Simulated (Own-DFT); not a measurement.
# Computed records: Al16O23 (corundum with two vacancies, atoms displaced)

Computed with Own-DFT development build. A calculation, not a measurement: plane-wave PBE density functional theory by an unreviewed code, no spin, of a simulated periodic cell, stress positive in tension, free energy of the whole cell less one offset for each atom, defect cell not probed for a lower state with spin; oxygen file: force components 24 meV/angstrom off all-electron in one glass; forces on such cells passed a denser k mesh, this cell's mesh not checked; offsets are fitted by least squares, one for each functional and potential file, so energies compare only between cells with the same atoms and settings and are not formation energies; the far tail of each file's local potential was reset to the Coulomb form; each entry is a single point on an unrelaxed cell, so the pressure reflects the starting lattice, mostly measured values, from which strain is counted, and rises with the displacements; printed positions are rounded, which can move forces by about a meV/angstrom; the program is a retired in-house code; no spin-orbit coupling; before rounding, a Quantum ESPRESSO 7.3.1 run of the same cell and cutoff gave forces within 1 meV/angstrom rms on each cell, which checks the program and not the settings.

## Al16O23 (corundum with two vacancies, atoms displaced)

```
Al16O23
1.0
      5.4940     0.0000     8.6604
     -2.7470     4.7579     8.6604
     -2.7470    -4.7579     8.6604
Al O Al O Al O Al O Al O Al O Al O Al O
4 6 4 5 4 6 4 6 4 6 4 5 4 6 4 6
Direct
  0.17593 0.18894 0.16645
  0.33374 0.31509 0.33127
  0.42208 0.42403 0.43793
  0.07075 0.08275 0.07517
  0.27389 0.47527 0.12547
  0.46462 0.11898 0.28132
  0.12362 0.28029 0.48012
  0.22379 0.00601 0.38328
  0.04295 0.36900 0.21359
  0.38049 0.22066 0.02034
  0.17599 0.17227 0.68008
  0.32328 0.33454 0.81513
  0.42500 0.42710 0.92661
  0.04801 0.08633 0.59250
  0.27361 0.47625 0.62663
  0.13783 0.28026 0.96369
  0.21516 0.03465 0.87750
  0.02960 0.36824 0.73096
  0.37310 0.19926 0.55406
  0.17898 0.66518 0.18539
  0.32329 0.81434 0.34178
  0.43425 0.91691 0.42651
  0.07505 0.56566 0.07351
  0.28686 0.96434 0.13210
  0.48683 0.62233 0.27408
  0.12936 0.78006 0.46286
  0.21248 0.51471 0.38310
  0.04450 0.86926 0.21031
  0.38773 0.73763 0.02126
  0.16853 0.69020 0.68152
  0.31096 0.81854 0.81434
  0.41246 0.93603 0.91465
  0.07875 0.57341 0.57862
  0.27810 0.97062 0.62402
  0.46875 0.61750 0.78455
  0.11593 0.78320 0.96948
  0.22004 0.53564 0.86856
  0.04703 0.85510 0.72454
  0.37423 0.70900 0.53786
  0.68515 0.17010 0.16809
  0.83197 0.33510 0.31967
  0.92422 0.42233 0.42189
  0.55707 0.08066 0.07406
  0.78240 0.47683 0.11852
  0.97225 0.13231 0.28562
  0.62256 0.28088 0.46020
  0.72705 0.01895 0.37564
  0.52790 0.37761 0.22330
  0.87908 0.22384 0.04156
  0.66912 0.16585 0.68284
  0.83464 0.31719 0.81845
  0.94509 0.43018 0.90934
  0.56685 0.06906 0.58557
  0.75914 0.47947 0.62920
  0.96355 0.11875 0.78007
  0.61778 0.29386 0.97017
  0.70073 0.05015 0.88283
  0.86929 0.23008 0.52081
  0.69196 0.68136 0.17856
  0.82603 0.83750 0.30731
  0.91589 0.93005 0.43518
  0.58174 0.57281 0.06172
  0.78684 0.97249 0.12583
  0.98418 0.62999 0.27681
  0.61699 0.78846 0.46754
  0.71893 0.54639 0.37287
  0.51534 0.88887 0.21414
  0.87766 0.71849 0.02863
  0.66851 0.67917 0.67751
  0.82863 0.83433 0.81502
  0.90411 0.94298 0.92614
  0.56859 0.55209 0.60146
  0.77361 0.97213 0.60850
  0.97516 0.61478 0.78208
  0.62852 0.77541 0.98527
  0.72798 0.51639 0.88199
  0.51322 0.87188 0.72617
  0.88162 0.71114 0.51191
```

```
functional                        : PBE
potential files                   : PseudoDojo norm-conserving, scalar-relativistic, standard set
wave cutoff                       : 72 hartree
occupations                       : Fermi-Dirac
smearing width                    : 0.1 eV
k mesh                            : 3 x 3 x 3 centred on Gamma
free energy of cell above offsets : -42.285 eV
pressure                          : 11.27 GPa
stress xx                         : -12.05 GPa
stress yy                         : -11.2 GPa
stress zz                         : -10.56 GPa
stress yz                         : 0.72 GPa
stress xz                         : 1.25 GPa
stress xy                         : 0.36 GPa
```

Force:
```
element  x (eV/Å)  y (eV/Å)  z (eV/Å)
     Al     3.026    -4.171     -1.99
     Al    -0.213     0.734    -0.547
     Al     1.384     2.611    -0.156
     Al     1.694     -2.66     0.571
      O      1.17    -0.333    -0.295
      O     0.283     1.399     1.293
      O    -0.827    -0.564    -1.689
      O    -2.662     1.386     2.559
      O    -2.971     0.223     1.465
      O    -1.888      1.78    -0.006
     Al     0.564    -0.295     0.351
     Al     1.781    -0.747     0.632
     Al    -0.914     -1.02    -0.038
     Al     5.774      1.27    -1.492
      O     0.336    -0.014    -0.419
      O    -0.776    -0.276    -0.404
      O     -0.57     0.493    -0.741
      O     0.628     0.533    -1.072
      O    -0.012     3.075     0.039
     Al     0.477     2.048     0.761
     Al      2.36     2.413     -1.73
     Al    -2.259     0.967    -1.666
     Al    -0.357     1.926     2.686
      O    -1.163     2.406    -0.977
      O    -1.809    -1.629    -0.323
      O    -2.158    -2.207    -0.841
      O     0.907    -0.965     2.466
      O    -1.926     0.592     0.871
      O    -0.877    -2.754    -3.697
     Al     6.482     -2.25    -4.322
     Al    -0.341    -1.225     2.464
     Al     0.146    -2.005     2.676
     Al    -0.291     1.765    -1.964
      O    -1.065     0.626    -0.663
      O    -0.532     0.854     0.642
      O       0.3     0.304    -0.305
      O     0.416    -1.409     0.217
      O    -8.977     4.349     2.726
      O     0.615    -0.055     0.996
     Al    -1.809     0.356     1.886
     Al    -1.177     0.596    -4.409
     Al    -0.822      1.55     3.818
     Al     -1.09    -1.928     1.653
      O     1.392    -0.911     1.166
      O     0.452     -0.02     -1.05
      O     0.644    -1.544     1.587
      O    -0.923      1.03     0.059
      O     0.042    -1.154    -1.439
      O    -0.305     0.822    -2.349
     Al    -2.473     3.021     -0.73
     Al    -2.932     1.043     1.322
     Al    -3.076    -4.289    -1.105
     Al     0.982     0.778    -0.872
      O     2.843    -1.458     0.801
      O    -0.939     1.002     1.611
      O       1.8    -1.621    -0.112
      O     4.397     0.227    -1.144
      O    -0.455     -1.55     0.666
     Al    -3.158     0.957    -4.643
     Al     0.915    -4.584     1.699
     Al     5.532     2.773    -2.615
     Al    -1.599    -0.964     3.098
      O    -0.796     3.057    -2.303
      O    -0.919    -1.171    -3.793
      O     1.749    -1.414      1.16
      O     1.886    -2.339     0.286
      O     1.924    -1.594     1.538
      O     0.804     1.865     1.376
     Al     1.358      0.35     0.295
     Al    -0.868    -3.399    -2.726
     Al     1.933    -4.105     0.903
     Al    -0.087      1.89    -2.066
      O    -2.852    -3.804     4.887
      O    -0.483     4.216     2.061
      O     1.491     3.289    -0.321
      O      0.93     2.223    -1.266
      O     1.268     0.987     0.616
      O    -1.335    -1.357     2.376
```
